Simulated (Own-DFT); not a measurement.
# One host, several defects: L1_0 TiAl

Everything here is calculated. The program is Own-DFT (plane waves, in-house, since retired, never reviewed by a person); positions were held fixed, and spin and spin-orbit coupling were off.

Common settings: PBE; PseudoDojo norm-conserving scalar-relativistic files; cutoff 42 hartree; 4 x 4 x 4 k mesh centred on Gamma; cold (Marzari-Vanderbilt) smearing of 0.2 eV.

Limits: forces on such cells failed a check on a denser k mesh; stress not checked against mesh or cutoff.

All runs share one cell, with vectors in Å (5.622, 5.622, 0.000); (-5.622, 5.622, 0.000); (0.000, 0.000, 8.133) and a volume of 514.0 Å³. The atoms are randomly displaced, by u rms on each axis. The defect's site can differ from row to row.

| cell | formula | u (Å) | P (GPa) |
|---|---|---|---|
| no defect | Al16Ti16 | 0.0201 | 1.19 |
| no defect | Al16Ti16 | 0.0214 | 1.19 |
| no defect | Al16Ti16 | 0.0542 | 1.93 |
| two Al vacancies | Al14Ti16 | 0.0311 | -0.68 |
| two Al vacancies | Al14Ti16 | 0.0322 | ? |
| two Al vacancies | Al14Ti16 | 0.0505 | -0.23 |
| two Al vacancies | Al14Ti16 | 0.0507 | -0.40 |
| one Ti vacancy | Al16Ti15 | 0.0314 | 0.65 |
| one Ti vacancy | Al16Ti15 | 0.0321 | 0.70 |
| one Ti vacancy | Al16Ti15 | 0.0335 | 0.58 |

## Working it out

P = P0 + c u² + a shift for each defect gives P0 = 1.09 GPa, c = 276 ± 33 GPa/Å² and a scatter of 0.08 GPa. The shifts, and each times the cell's volume:

- one Ti vacancy: -0.73 ± 0.07 GPa, -2.3 eV
- two Al vacancies: -2.08 ± 0.07 GPa, -6.7 eV (-3.3 eV for each of its 2 sites)

A positive shift means that the defect pushes the cell outwards. Shift times volume (160.2 GPa Å³ is 1 eV) depends little on the cell's size, so, taken for each site, it can be compared between cells at like pressure. The atoms around the defects weren't relaxed, which would change these numbers.

## The run left out

Question: what pressure belongs in the blank (two Al vacancies, u = 0.0322 Å)?

The fitted form gives -0.71 ± 0.10 GPa. Computed: -0.50 GPa.
